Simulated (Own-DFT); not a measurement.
# Energy and forces against displacement in beta-Si3N4, 112 atoms (N64Si48)

Calculated results; nothing here was measured. They come from Own-DFT, an in-house plane-wave density functional program, since retired, whose code no person has reviewed. Each row is one single-point run on a periodic cell that was not relaxed, without spin or spin-orbit coupling.

Settings of every run: PBEsol; PseudoDojo norm-conserving scalar-relativistic files, made for PBE; cutoff 42 hartree; 2 x 2 x 4 k mesh centred on Gamma; Fermi-Dirac smearing of 0.1 eV.

Known limits, some of them of some rows only: some atoms lie very close together; forces on such cells moved up to 12 meV/angstrom on a denser k mesh; stress not checked against mesh or cutoff.

Cell vectors in Å: (15.212, 0.000, 0.000); (-7.606, 13.174, 0.000); (0.000, 0.000, 5.818). In each run every atom was moved at random and independently from its ideal site; u is the rms move along one axis. E is the free energy for each atom above the fitted value at u = 0, and F the rms of the force components.

```
run   u (Å)  E (meV/atom)  F (eV/Å)  largest force (eV/Å)  P (GPa)
  1  0.0188          17.7     0.879                  3.13     3.13
  2  0.0204          20.6     0.948                  4.13     3.16
  3  0.0487          96.7     1.759                  7.24     5.06
  4  0.0503             ?         ?                     ?        ?
  5  0.0925         411.3     4.317                 25.31    13.37
  6  0.1003         508.4     5.497                 36.27    16.21
  7  0.1010         505.2     4.699                 20.74    15.40
  8  0.1553        1128.1     7.782                 36.60    30.41
```

## Worked fit

For small independent moves the energy grows as E = (3/2) K u², with K the mean stiffness felt by one atom. The runs with u up to 0.11 Å give K = 31.9 ± 1.3 eV/Å², with residuals divided by u² + 0.0006 Å², since the noise grows with the moves. The scatter is 10.1 meV/atom at u = 0.05 Å. The forces follow F = G u with G = 46.5 eV/Å²; no force at u = 0 is resolved. G exceeds K because the moves of its neighbours add to the force on an atom, and stiffness differs between atoms. At u = 0.155 Å the parabola gives 1154 meV/atom and the run 1128. The pressure follows P = 2.44 + 1304 u² GPa: at fixed volume, shortened bonds push harder than stretched ones pull.

## Withheld run

Question: what energy and rms force should run 4 give?

The fit gives 121 ± 11 meV/atom and about 2.34 eV/Å. The calculation gave 118.1 meV/atom and 2.062 eV/Å.
